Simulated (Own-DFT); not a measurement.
# Response to strain: diamond-structure GeSn with randomly placed atoms, 64 atoms (Ge60Sn4)

All numbers below are calculated, not measured. They come from Own-DFT, an in-house plane-wave density functional program, since retired, whose code no person has reviewed. Each row is one single-point run on a periodic cell that was not relaxed, without spin or spin-orbit coupling.

Settings of every run: PBE; PseudoDojo norm-conserving scalar-relativistic files; cutoff 49 hartree; 3 x 3 x 3 k mesh centred on Gamma; Fermi-Dirac smearing of 0.1 eV.

Known limits: forces on such cells moved up to 12 meV/angstrom on a denser k mesh; stress not checked against mesh or cutoff.

Unstrained cell vectors in Å: (11.420, 0.000, 0.000); (0.000, 11.420, 0.000); (0.000, 0.000, 11.420). The unstrained cell has measured lattice constants (interpolated for alloys), not those of this functional. That, the random moves and any unrelaxed bonds set the pressure at no strain. Each run strains this cell uniformly, with the atoms carried along. Every atom was also moved at random, by a Gaussian of width 0.05 Å on each axis. The random placing of the alloy's atoms differs from row to row. Strain is the symmetric tensor, in per cent. Stress is positive in tension, and the pressure is minus a third of its trace.

```
run  e_xx (%)  e_yy (%)  e_zz (%)  s_xx (GPa)  s_yy (GPa)  s_zz (GPa)  P (GPa)  E (meV/atom)
  1      1.75      1.75      0.00       -1.90       -2.11       -3.07     2.36           4.5
  2      2.50      2.50      0.00       -1.15       -1.05       -2.44     1.55           5.7
  3      0.25      0.25      0.00       -4.37       -4.47       -4.62     4.49          17.1
  4      0.50      0.50      0.00       -4.11       -4.10       -4.35     4.19          21.1
  5      2.25      2.25      0.00       -1.37       -1.24       -2.67     1.76           0.7
  6     -2.50     -2.50      0.00       -9.62       -9.64       -7.90     9.05          66.9
  7      2.00      2.00      0.00       -1.65       -1.67       -2.81     2.04           0.0
  8     -1.50     -1.50      0.00       -7.68       -7.77       -6.80     7.42          54.5
  9     -1.25     -1.25      0.00           ?           ?           ?        ?             ?
```

E is the free energy for each atom above the lowest run shown.

## Worked fit

The change of volume is close to e_xx + e_yy + e_zz. A straight line through the runs shown gives P = 5.13 - 76 x (fractional change of volume) GPa, with an error of 2 on the slope and a scatter of 0.19 GPa. The strain isn't the same on all axes, but the crystal is cubic, so the slope still estimates the bulk modulus, averaged over pressures from 1.5 to 9.1 GPa.

## Withheld run

Question: what pressure should run 9 give? Its volume changes by -2.48 %.

The line gives 7.0 GPa. The calculation gave 6.92 GPa.
